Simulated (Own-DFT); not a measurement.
# Strain and stress in wurtzite AlGaN with randomly placed atoms, 128 atoms (Al48Ga16N64)

Calculated results; nothing here was measured. The program, named Own-DFT, is a retired in-house plane-wave density functional code that no person has reviewed. Each row is one single-point run on a periodic cell that was not relaxed, without spin or spin-orbit coupling.

Settings of every run: PBE; PseudoDojo norm-conserving scalar-relativistic files (stringent for Ga); cutoff 96 hartree; 3 x 3 x 3 k mesh centred on Gamma; Gaussian smearing of 0.01 eV.

Known limits: k mesh not checked against a denser one; stress not checked against mesh or cutoff.

Unstrained cell vectors in Å: (12.525, 0.000, 0.000); (-6.262, 10.847, 0.000); (0.000, 0.000, 10.066). The unstrained cell has measured lattice constants (interpolated for alloys), not those of this functional. That, the random moves and any unrelaxed bonds set the pressure at no strain. Each run strains this cell uniformly, with the atoms carried along. Every atom was also moved at random, by a Gaussian of width 0.05 Å on each axis. The random placing of the alloy's atoms differs from row to row. Strain is the symmetric tensor, in per cent. Stress is positive in tension, and the pressure is minus a third of its trace.

| run | e_xx (%) | e_yy (%) | e_zz (%) | s_xx (GPa) | s_yy (GPa) | s_zz (GPa) | P (GPa) | E (meV/atom) |
|---|---|---|---|---|---|---|---|---|
| 1 | -0.75 | -0.75 | 0.00 | -10.34 | -11.58 | -8.17 | 10.03 | 31.0 |
| 2 | -2.50 | -2.50 | 0.00 | -19.88 | -21.78 | -12.52 | 18.06 | 49.4 |
| 3 | -2.00 | -2.00 | 0.00 | -20.21 | -20.37 | -8.08 | 16.22 | 55.3 |
| 4 | 2.75 | 2.75 | 0.00 | 7.59 | 8.03 | -3.71 | -3.97 | 17.0 |
| 5 | 2.00 | 2.00 | 0.00 | 4.45 | 3.76 | -3.43 | -1.59 | 2.6 |
| 6 | 1.75 | 1.75 | 0.00 | 2.12 | 2.55 | -1.71 | -0.99 | 0.0 |
| 7 | 0.25 | 0.25 | 0.00 | -4.34 | -4.16 | -7.58 | 5.36 | 17.2 |
| 8 | 1.25 | 1.25 | 0.00 | -1.30 | 0.26 | -3.32 | 1.46 | 15.4 |
| 9 | -0.25 | -0.25 | 0.00 | ? | ? | ? | ? | ? |

E is the free energy for each atom above the lowest run shown.

## Worked fit

The change of volume is close to e_xx + e_yy + e_zz. A straight line through the runs shown gives P = 7.13 - 216 x (fractional change of volume) GPa, with an error of 6 on the slope and a scatter of 0.60 GPa. The strain isn't the same on all axes and the cell isn't cubic, so the slope belongs to this path and is not the bulk modulus.

## Withheld run

Question: what pressure should run 9 give? Its volume changes by -0.50 %.

The line gives 8.2 GPa. The calculation gave 7.91 GPa.
